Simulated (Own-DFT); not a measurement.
# A layer strained by its substrate: wurtzite AlGaN with randomly placed atoms, 72 atoms (Al27Ga9N36)

The numbers are computed, not measured, by runs of the plane-wave DFT program Own-DFT (in-house, retired, unreviewed) at fixed positions, with no spin and no spin-orbit coupling.

Common settings: PBE; PseudoDojo norm-conserving scalar-relativistic files; cutoff 42 hartree; 4 x 4 x 3 k mesh centred on Gamma; Fermi-Dirac smearing of 0.1 eV.

Keep in mind: forces on such cells passed a denser k mesh, each cell not checked; stress not checked against mesh or cutoff.

Unstrained cell vectors in Å: (9.394, 0.000, 0.000); (-4.697, 8.135, 0.000); (0.000, 0.000, 10.066). The unstrained cell has measured lattice constants (interpolated for alloys), not those of this functional. That, the random moves and any unrelaxed bonds set the pressure at no strain. Each run strains x and y alike by e, as a substrate would, and holds the height along z. Random moves of width 0.05 Å per axis were added to every atom. The random placing of the alloy's atoms differs from row to row. Stress is positive in tension.

```
e (%)  u (Å)  (s_xx + s_yy)/2 (GPa)  s_zz (GPa)
-3.00  0.044                 -24.63      -12.82
-1.75  0.049                 -16.43      -10.50
-1.50  0.050                 -16.37       -7.90
-1.25  0.051                 -14.54       -8.86
-1.00  0.046                 -11.65       -7.67
-0.50  0.050                      ?           ?
-0.25  0.049                  -8.37       -7.66
 1.00  0.053                  -2.03       -5.03
 2.75  0.053                   7.54       -3.90
 3.00  0.051                   8.52       -3.78
```

## Analysis

With e as a fraction, the in-plane stress is -7.0 + 552 e - 1061 e² GPa (errors 11 and 650, scatter 0.64), and s_zz is -7.3 + 138 e GPa (slope ± 17, scatter 1.00). At e = 0 the first slope is C11 + C12 and the second 2 C13, both with the ions held to the strained lattice and at the cell's own pressure. A free layer would change its height as e changes, and the in-plane slope would drop by 2 C13²/C33 to the biaxial modulus. At fixed height, a misfit of 1 % moves the in-plane stress by about 5.5 GPa and s_zz by 1.4 GPa.

## The run left out

Asked: what are the two stresses at e = -0.50 %?

The fitted form gives -9.8 and -8.0 GPa. Computed: -9.52 and -6.61 GPa.
